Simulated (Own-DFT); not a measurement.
# Computed records: SiC (2H silicon carbide, strained, atoms displaced)

Computed with Own-DFT development build. A calculation, not a measurement: plane-wave PBE density functional theory by an unreviewed code, no spin, of a simulated periodic cell, stress positive in tension, free energy of the whole cell less one offset for each atom, forces on such cells passed a denser k mesh, this cell's mesh not checked; offsets are fitted by least squares, one for each functional and potential file, so energies compare only between cells with the same atoms and settings and are not formation energies; the far tail of each file's local potential was reset to the Coulomb form; each entry is a single point on an unrelaxed cell, so the pressure reflects the starting lattice, mostly measured values (interpolated for alloys), from which strain is counted, and rises with the displacements; printed positions are rounded, which can move forces by about a meV/angstrom; the program, named Own-DFT, is a retired in-house code; no spin-orbit coupling; before rounding, a Quantum ESPRESSO 7.3.1 run of the same cell and cutoff gave forces within 1 meV/angstrom rms on each cell, which checks the program and not the settings.

Settings shared by all entries: functional PBE; potential files PseudoDojo norm-conserving, scalar-relativistic, standard set; wave cutoff 42 hartree; occupations Fermi-Dirac; smearing width 0.1 eV; k mesh 4 x 4 x 3 centred on Gamma.

(1) 
```cif
# cell vector a (Å): 9.3233 -0.0238 0.0513
# cell vector b (Å): -4.6822 8.1037 0.0033
# cell vector c (Å): 0.0558 0.0364 10.0015
data_SiC
_symmetry_space_group_name_H-M 'P 1'
_symmetry_Int_Tables_number 1
_cell_length_a 9.3235
_cell_length_b 9.3591
_cell_length_c 10.0017
_cell_angle_alpha 89.959
_cell_angle_beta 89.366
_cell_angle_gamma 120.164
_cell_volume 754.50
loop_
_atom_site_label
_atom_site_type_symbol
_atom_site_fract_x
_atom_site_fract_y
_atom_site_fract_z
_atom_site_occupancy
Si1 Si 0.00061 0.01176 0.98936 1
Si2 Si 0.10988 0.22623 0.24871 1
C1 C 0.99098 0.99919 0.18260 1
C2 C 0.10882 0.22627 0.43363 1
Si3 Si 0.99466 0.99630 0.50158 1
Si4 Si 0.11312 0.22757 0.73998 1
C3 C 0.99423 0.98946 0.68848 1
C4 C 0.10702 0.21985 0.93897 1
Si5 Si 0.01672 0.34804 0.99872 1
Si6 Si 0.09111 0.55920 0.25544 1
C5 C 0.99108 0.33421 0.19262 1
C6 C 0.10299 0.55731 0.43378 1
Si7 Si 0.01066 0.34020 0.50434 1
Si8 Si 0.11066 0.55621 0.74172 1
C7 C 0.99930 0.33870 0.68915 1
C8 C 0.10640 0.54935 0.92865 1
Si9 Si 0.00031 0.66151 0.00293 1
Si10 Si 0.10886 0.89767 0.25396 1
C9 C 0.00251 0.66656 0.18942 1
C10 C 0.10916 0.89063 0.43728 1
Si11 Si 0.99706 0.66808 0.49742 1
Si12 Si 0.10533 0.88194 0.73891 1
C11 C 0.98907 0.65494 0.68995 1
C12 C 0.11385 0.88799 0.93244 1
Si13 Si 0.33700 0.00244 0.00418 1
Si14 Si 0.45175 0.22885 0.24690 1
C13 C 0.33442 0.99988 0.19026 1
C14 C 0.44913 0.21661 0.44524 1
Si15 Si 0.33531 0.00510 0.50065 1
Si16 Si 0.43620 0.21779 0.74945 1
C15 C 0.33046 0.00441 0.68814 1
C16 C 0.44537 0.22101 0.93093 1
Si17 Si 0.32778 0.33959 0.00556 1
Si18 Si 0.44481 0.55028 0.25400 1
C17 C 0.33216 0.33243 0.18392 1
C18 C 0.44573 0.55370 0.42785 1
Si19 Si 0.33305 0.33173 0.49700 1
Si20 Si 0.45401 0.56137 0.74643 1
C19 C 0.33789 0.33685 0.68642 1
C20 C 0.44179 0.56183 0.94326 1
Si21 Si 0.33618 0.67221 0.00534 1
Si22 Si 0.45455 0.89799 0.25487 1
C21 C 0.34217 0.66881 0.18913 1
C22 C 0.44770 0.87904 0.43658 1
Si23 Si 0.33678 0.66945 0.51102 1
Si24 Si 0.45070 0.88290 0.75164 1
C23 C 0.33985 0.67187 0.68097 1
C24 C 0.43892 0.89446 0.93888 1
Si25 Si 0.67742 0.00328 0.00738 1
Si26 Si 0.77633 0.22537 0.24670 1
C25 C 0.67250 0.99776 0.18654 1
C26 C 0.78793 0.22533 0.43539 1
Si27 Si 0.67536 0.01235 0.50458 1
Si28 Si 0.77654 0.21893 0.74639 1
C27 C 0.66546 0.99998 0.69058 1
C28 C 0.77105 0.21407 0.93439 1
Si29 Si 0.66784 0.32798 0.00050 1
Si30 Si 0.78584 0.57051 0.24265 1
C29 C 0.66638 0.33179 0.19038 1
C30 C 0.78192 0.55852 0.44359 1
Si31 Si 0.66490 0.33755 0.50330 1
Si32 Si 0.77853 0.56205 0.75428 1
C31 C 0.66262 0.32810 0.68524 1
C32 C 0.78238 0.55469 0.93798 1
Si33 Si 0.66785 0.66488 0.00740 1
Si34 Si 0.78695 0.89069 0.24576 1
C33 C 0.66254 0.66385 0.18497 1
C34 C 0.78506 0.89538 0.43855 1
Si35 Si 0.66591 0.66793 0.49482 1
Si36 Si 0.77339 0.89423 0.74068 1
C35 C 0.66582 0.67579 0.68489 1
C36 C 0.77397 0.89541 0.93986 1
_calc_free_energy_of_cell_above_offsets '-5.748'  # eV
_calc_pressure 2.91  # GPa
_calc_stress_xx 0.52  # GPa
_calc_stress_yy 2.06  # GPa
_calc_stress_zz -11.32  # GPa
_calc_stress_yz 2.22  # GPa
_calc_stress_xz 1.94  # GPa
_calc_stress_xy -1.21  # GPa
```

Force:
```csv
element,x (eV/Å),y (eV/Å),z (eV/Å)
Si,0.995,-3.54,1.009
Si,-0.684,-0.34,-0.478
C,2.728,1.54,-0.182
C,1.428,-0.621,1.434
Si,0.8,1.073,-0.537
Si,0.24,-0.854,1.672
C,-0.524,2.106,-0.569
C,0.492,2.74,-1.352
Si,-2.195,-3.073,0.507
Si,5.377,-1.451,-0.803
C,1.686,1.363,-1.445
C,1.452,0.437,2.681
Si,-1.892,-0.239,-1.806
Si,0.032,0.471,1.148
C,1.023,-0.994,-0.557
C,0.771,2.374,1.043
Si,0.067,1.433,-1.778
Si,0.919,-0.332,-1.61
C,-2.188,2.365,-0.94
C,0.239,0.295,0.778
Si,0.388,-0.091,0.954
Si,0.968,0.058,2.273
C,1.117,1.857,-1.424
C,-0.856,0.051,0.846
Si,-1.429,0.088,-1.474
Si,-1.04,-1.517,0.945
C,-0.144,0.718,0.637
C,-1.46,1.771,-2.252
Si,0.814,-2.033,0.07
Si,1.182,0.617,-0.306
C,0.853,-1.752,-0.655
C,-0.815,0.872,2.499
Si,1.629,-0.829,-2.796
Si,-1.418,0.815,-2.947
C,0.142,-0.044,2.127
C,-0.174,-0.126,4.004
Si,0.455,0.037,-0.251
Si,-1.47,-0.952,1.404
C,-0.769,0.317,-0.264
C,1.21,-0.461,-1.292
Si,-0.733,0.353,-0.704
Si,-0.222,-2.001,-1.326
C,-1.7,-0.047,0.898
C,-0.69,2.316,1.602
Si,-0.292,-0.576,-5.933
Si,-2.714,1.608,0.602
C,-0.252,-1.146,3.842
C,2.364,-1.109,0.137
Si,-2.604,-0.109,-1.819
Si,0.476,-1.373,0.897
C,-0.583,0.97,1.66
C,-1.27,0.599,0.934
Si,-0.325,-1.559,-1.696
Si,-1.113,0.813,1.052
C,0.14,0.784,-1.032
C,1.236,1.537,0.702
Si,-0.68,0.112,-1.114
Si,-0.535,-2.528,1.732
C,0.151,1.556,-0.723
C,-1.41,0.032,-1.893
Si,1.785,-0.437,-0.815
Si,-0.759,-1.769,-0.915
C,-0.213,0.937,1.391
C,-1.046,-0.074,1.251
Si,-0.458,0.678,-2.95
Si,-2.71,-0.688,1.197
C,0.907,0.71,1.997
C,-1.106,-1.038,-0.506
Si,0.272,0.348,0.089
Si,1.074,-0.734,2.478
C,1.243,-0.685,0.002
C,1.817,-1.63,-1.353
```

(2) 
```cif
# cell vector a (Å): 9.0694 0.1194 -0.1530
# cell vector b (Å): -4.4313 7.8009 -0.0083
# cell vector c (Å): -0.1665 -0.1066 10.0658
data_SiC
_symmetry_space_group_name_H-M 'P 1'
_symmetry_Int_Tables_number 1
_cell_length_a 9.0715
_cell_length_b 8.9717
_cell_length_c 10.0677
_cell_angle_alpha 90.112
_cell_angle_beta 91.922
_cell_angle_gamma 118.839
_cell_volume 717.20
loop_
_atom_site_label
_atom_site_type_symbol
_atom_site_fract_x
_atom_site_fract_y
_atom_site_fract_z
_atom_site_occupancy
Si1 Si 0.00397 0.99873 0.99494 1
Si2 Si 0.11562 0.21900 0.25426 1
C1 C 0.99721 0.99525 0.19179 1
C2 C 0.10249 0.22282 0.44126 1
Si3 Si 0.99802 0.99983 0.49919 1
Si4 Si 0.10247 0.21770 0.75017 1
C3 C 0.99665 0.00279 0.68539 1
C4 C 0.11386 0.21540 0.93713 1
Si5 Si 0.99836 0.33616 0.99593 1
Si6 Si 0.11061 0.56081 0.24292 1
C5 C 0.00678 0.33715 0.19234 1
C6 C 0.12092 0.56077 0.43638 1
Si7 Si 0.00623 0.33473 0.49178 1
Si8 Si 0.11082 0.56017 0.74755 1
C7 C 0.99455 0.32469 0.69620 1
C8 C 0.11174 0.55296 0.93664 1
Si9 Si 0.98734 0.67258 0.00931 1
Si10 Si 0.11062 0.88593 0.25751 1
C9 C 0.00268 0.66179 0.19486 1
C10 C 0.10978 0.89043 0.44211 1
Si11 Si 0.00166 0.66565 0.49708 1
Si12 Si 0.11584 0.89047 0.75106 1
C11 C 0.00208 0.66340 0.68752 1
C12 C 0.10866 0.88866 0.93440 1
Si13 Si 0.32866 0.99914 0.99443 1
Si14 Si 0.43433 0.21364 0.24248 1
C13 C 0.33021 0.00235 0.19260 1
C14 C 0.43605 0.21271 0.43361 1
Si15 Si 0.33296 0.99934 0.50253 1
Si16 Si 0.44368 0.21587 0.74563 1
C15 C 0.32722 0.99776 0.68788 1
C16 C 0.42882 0.21849 0.92992 1
Si17 Si 0.32570 0.33327 0.00391 1
Si18 Si 0.44218 0.55485 0.24876 1
C17 C 0.32305 0.32646 0.19411 1
C18 C 0.43813 0.54406 0.42563 1
Si19 Si 0.33415 0.33720 0.50150 1
Si20 Si 0.43646 0.54407 0.75750 1
C19 C 0.33021 0.33169 0.69175 1
C20 C 0.44490 0.54828 0.94391 1
Si21 Si 0.34018 0.66873 0.00100 1
Si22 Si 0.44905 0.89194 0.24618 1
C21 C 0.32593 0.66004 0.19064 1
C22 C 0.44376 0.89029 0.43835 1
Si23 Si 0.33675 0.66845 0.49841 1
Si24 Si 0.44184 0.88754 0.74455 1
C23 C 0.33751 0.66675 0.69474 1
C24 C 0.43893 0.88735 0.94052 1
Si25 Si 0.65633 0.98443 0.00949 1
Si26 Si 0.77847 0.22358 0.24715 1
C25 C 0.66662 0.99609 0.18849 1
C26 C 0.77312 0.22755 0.44180 1
Si27 Si 0.67513 0.00100 0.49350 1
Si28 Si 0.76833 0.21487 0.73683 1
C27 C 0.66491 0.00565 0.68460 1
C28 C 0.78403 0.22586 0.94319 1
Si29 Si 0.66433 0.32925 0.99689 1
Si30 Si 0.77443 0.55061 0.25223 1
C29 C 0.66828 0.33408 0.18469 1
C30 C 0.76724 0.55108 0.44683 1
Si31 Si 0.66388 0.32830 0.48956 1
Si32 Si 0.76991 0.54750 0.74629 1
C31 C 0.67308 0.33113 0.69575 1
C32 C 0.77473 0.56214 0.93992 1
Si33 Si 0.66954 0.67342 0.00980 1
Si34 Si 0.78329 0.88531 0.24352 1
C33 C 0.65484 0.67005 0.18352 1
C34 C 0.78776 0.89383 0.43162 1
Si35 Si 0.67142 0.67056 0.49910 1
Si36 Si 0.77123 0.89234 0.75643 1
C35 C 0.65680 0.65636 0.68214 1
C36 C 0.78612 0.89612 0.93255 1
_calc_free_energy_of_cell_above_offsets '-3.506'  # eV
_calc_pressure 15.14  # GPa
_calc_stress_xx -19.06  # GPa
_calc_stress_yy -18.95  # GPa
_calc_stress_zz -7.4  # GPa
_calc_stress_yz -3.86  # GPa
_calc_stress_xz -5.53  # GPa
_calc_stress_xy 7.81  # GPa
```

Force:
```csv
element,x (eV/Å),y (eV/Å),z (eV/Å)
Si,-0.696,1.041,1.485
Si,-2.166,0.029,0.284
C,0.808,0.155,-1.668
C,3.577,-1.416,-1.319
Si,0.658,0.968,1.156
Si,2.056,0.288,0.697
C,0.052,-1.866,0.395
C,-1.975,0.895,0.071
Si,1.706,-0.392,1.079
Si,3.245,-2.368,2.42
C,-0.927,-1.148,-0.949
C,-1.592,-0.678,-0.506
Si,-3.039,1.449,2.689
Si,1.614,-2.074,1.444
C,-1.234,2.118,-2.662
C,-0.741,1.61,0.546
Si,3.176,-0.992,-1.822
Si,0.279,0.406,-0.333
C,-4.432,2.043,-1.152
C,0.45,-0.598,-0.439
Si,-0.241,-0.253,1.143
Si,-2.001,-0.894,-0.775
C,-2.34,1.056,-0.851
C,0.553,-1.011,0.668
Si,-0.131,0.507,1.39
Si,1.403,2.546,1.842
C,0.218,-2.635,-2.245
C,0.052,1.198,0.424
Si,-0.127,-0.18,-0.407
Si,-0.327,1.582,0.755
C,0.794,-0.233,-0.578
C,2.239,0.263,1.448
Si,0.968,-0.744,0.167
Si,-0.47,-0.819,-0.388
C,1.255,1.238,-1.943
C,0.507,2.417,2.65
Si,-0.075,-1.288,0.196
Si,1.062,1.565,-0.404
C,-0.276,-1.098,-1.387
C,-0.173,1.589,-0.269
Si,-1.894,-1.374,0.126
Si,-0.735,-1.111,1.263
C,0.53,2.026,-1.336
C,1.243,-0.068,-0.491
Si,1.031,-0.179,0.531
Si,0.763,0.491,1.301
C,-0.88,-0.746,-1.683
C,0.994,0.023,-1.066
Si,0.69,3.314,-2.524
Si,1.122,0.131,0.448
C,-0.17,0.34,0.83
C,3.378,-1.419,-2.257
Si,-1.643,0.066,0.783
Si,3.472,1.624,4.034
C,-0.193,-3.261,-0.963
C,-1.907,-2.524,-1.397
Si,-0.682,0.521,-0.422
Si,-0.52,0.847,0.36
C,-1.651,-0.744,0.106
C,2.497,0.383,-2.59
Si,-2.717,0.585,2.751
Si,1.108,2.315,1.144
C,-4.002,-0.116,-2.882
C,-0.064,-1.329,-0.286
Si,-0.207,-0.747,-3.528
Si,-1.106,0.761,1.661
C,2.197,-1.158,2.065
C,-1.3,-1.576,-0.136
Si,-2.327,-0.195,0.137
Si,1.445,-1.103,-2.828
C,-0.606,1.478,1.345
C,-1.579,-1.527,2.654
```

(3) 
```cif
# cell vector a (Å): 9.3540 -0.0905 0.1004
# cell vector b (Å): -4.7553 8.0827 -0.1374
# cell vector c (Å): 0.1094 -0.1096 9.9409
data_SiC
_symmetry_space_group_name_H-M 'P 1'
_symmetry_Int_Tables_number 1
_cell_length_a 9.3550
_cell_length_b 9.3788
_cell_length_c 9.9421
_cell_angle_alpha 91.704
_cell_angle_beta 88.749
_cell_angle_gamma 121.029
_cell_volume 747.13
loop_
_atom_site_label
_atom_site_type_symbol
_atom_site_fract_x
_atom_site_fract_y
_atom_site_fract_z
_atom_site_occupancy
Si1 Si 0.00478 0.00080 0.00091 1
Si2 Si 0.11360 0.22117 0.25637 1
C1 C 0.98527 0.99964 0.18573 1
C2 C 0.11134 0.21847 0.44631 1
Si3 Si 0.99800 0.99517 0.50838 1
Si4 Si 0.10263 0.20964 0.75238 1
C3 C 0.00126 0.99272 0.69212 1
C4 C 0.11473 0.22392 0.93642 1
Si5 Si 0.99661 0.33501 0.99650 1
Si6 Si 0.11425 0.56318 0.25417 1
C5 C 0.01027 0.34581 0.19099 1
C6 C 0.10197 0.55168 0.43465 1
Si7 Si 0.98959 0.32689 0.49202 1
Si8 Si 0.11756 0.55802 0.75611 1
C7 C 0.00022 0.33008 0.69184 1
C8 C 0.11898 0.56144 0.93141 1
Si9 Si 0.99975 0.64719 0.00613 1
Si10 Si 0.11490 0.89278 0.25338 1
C9 C 0.00841 0.66671 0.17948 1
C10 C 0.11955 0.90174 0.44426 1
Si11 Si 0.99911 0.67121 0.50585 1
Si12 Si 0.11358 0.89013 0.74740 1
C11 C 0.99805 0.67092 0.70149 1
C12 C 0.11027 0.88881 0.94382 1
Si13 Si 0.32834 0.99895 0.98185 1
Si14 Si 0.43345 0.22262 0.24757 1
C13 C 0.32530 0.99368 0.19288 1
C14 C 0.44291 0.22249 0.43712 1
Si15 Si 0.33533 0.99605 0.50590 1
Si16 Si 0.44729 0.21750 0.75093 1
C15 C 0.33108 0.00864 0.69516 1
C16 C 0.43931 0.21646 0.94631 1
Si17 Si 0.34066 0.33990 0.00895 1
Si18 Si 0.44772 0.54859 0.25150 1
C17 C 0.33747 0.34246 0.17859 1
C18 C 0.45348 0.56435 0.43639 1
Si19 Si 0.34600 0.34176 0.50181 1
Si20 Si 0.44001 0.55441 0.74277 1
C19 C 0.33111 0.33189 0.68863 1
C20 C 0.44403 0.54396 0.93956 1
Si21 Si 0.32922 0.65644 0.99747 1
Si22 Si 0.44041 0.87719 0.25544 1
C21 C 0.32096 0.65601 0.19313 1
C22 C 0.45243 0.89227 0.44244 1
Si23 Si 0.33489 0.67408 0.50062 1
Si24 Si 0.45138 0.89783 0.74571 1
C23 C 0.34283 0.66838 0.69222 1
C24 C 0.44521 0.89211 0.93848 1
Si25 Si 0.66267 0.00340 0.00525 1
Si26 Si 0.77112 0.21584 0.25163 1
C25 C 0.66616 0.99931 0.18838 1
C26 C 0.77522 0.22385 0.43505 1
Si27 Si 0.64460 0.97865 0.50278 1
Si28 Si 0.77077 0.21393 0.76159 1
C27 C 0.65503 0.99145 0.68652 1
C28 C 0.77186 0.22765 0.92549 1
Si29 Si 0.66125 0.32858 0.00148 1
Si30 Si 0.78376 0.56444 0.25170 1
C29 C 0.66682 0.33119 0.18191 1
C30 C 0.77885 0.55730 0.43864 1
Si31 Si 0.66042 0.32550 0.50316 1
Si32 Si 0.77676 0.55450 0.74814 1
C31 C 0.66686 0.33143 0.69000 1
C32 C 0.77830 0.55248 0.93040 1
Si33 Si 0.65658 0.66518 0.99536 1
Si34 Si 0.77750 0.89217 0.24701 1
C33 C 0.66747 0.66998 0.19218 1
C34 C 0.77674 0.89177 0.43597 1
Si35 Si 0.66418 0.66989 0.50350 1
Si36 Si 0.77938 0.88318 0.74920 1
C35 C 0.67441 0.67107 0.68643 1
C36 C 0.78140 0.89109 0.93809 1
_calc_free_energy_of_cell_above_offsets '-3.429'  # eV
_calc_pressure 5.7  # GPa
_calc_stress_xx 0.75  # GPa
_calc_stress_yy -1.39  # GPa
_calc_stress_zz -16.48  # GPa
_calc_stress_yz -4.51  # GPa
_calc_stress_xz 3.4  # GPa
_calc_stress_xy -5.91  # GPa
```

Force:
```csv
element,x (eV/Å),y (eV/Å),z (eV/Å)
Si,-0.758,0.11,-0.465
Si,-1.269,0.453,-0.964
C,3.414,0.937,0.845
C,0.185,0.768,-0.879
Si,-0.648,1.194,-1.445
Si,0.36,2.368,-0.783
C,-0.814,0.071,-0.186
C,-0.388,-0.125,1.35
Si,1.087,-0.365,0.382
Si,-1.424,-1.417,-0.803
C,-0.834,-2.305,-0.519
C,0.788,1.339,2.332
Si,1.314,0.511,2.015
Si,-0.865,-0.703,-3.194
C,-0.64,-0.328,-0.55
C,-0.003,-1.727,2.578
Si,-2.26,2.906,-3.486
Si,-1.456,-0.686,-0.838
C,-1.194,0.31,4.179
C,-0.106,-2.353,-0.32
Si,0.192,-0.425,-0.137
Si,-1.057,-0.385,2.477
C,1.943,-0.854,-2.43
C,-0.262,-1.308,-1.428
Si,0.622,-0.946,3.867
Si,2.27,-0.549,-0.455
C,1.564,1.064,-1.06
C,0.297,-0.278,0.281
Si,-0.81,1.874,-0.886
Si,-1.563,3.226,1.151
C,2.045,-2.506,-1.581
C,0.024,1.399,-1.674
Si,-0.773,-2.395,-4.873
Si,-1.258,2.186,-0.193
C,-0.036,-2.2,5.207
C,-1.418,-1.144,0.856
Si,-1.697,-1.005,0.136
Si,1.861,-0.593,1.529
C,0.715,-0.422,0.292
C,-1.707,1.96,-1.351
Si,0.697,1.696,0.886
Si,-1.035,1.589,-1.846
C,3.119,1.358,-0.964
C,-4.598,-2.357,-1.3
Si,-0.054,-2.41,0.016
Si,-1.851,-2.093,2.21
C,-2.089,0.792,-1.056
C,0.259,-1.032,-0.369
Si,0.896,-0.231,-1.796
Si,0.288,2.006,-0.857
C,-0.563,-0.766,0.682
C,-0.8,-1.867,1.02
Si,5.563,4.831,0.45
Si,0.72,1.025,-7.693
C,2.913,1.459,0.232
C,1.082,-0.896,7.76
Si,-0.301,1.13,-1.329
Si,0.227,-1.311,-0.994
C,-0.434,0.293,2.232
C,-0.421,0.007,0.835
Si,0.566,1.339,-1.045
Si,-0.193,-0.175,0.1
C,0.244,-0.561,-0.107
C,-0.628,-0.275,2.468
Si,2.994,0.759,0.931
Si,-1.032,-0.682,0.776
C,0.299,-0.485,-1.276
C,0.117,-0.456,1.053
Si,1.809,0.366,-1.541
Si,-1.08,1.081,0.858
C,-0.973,-1.72,0.571
C,-1.179,-0.072,0.115
```
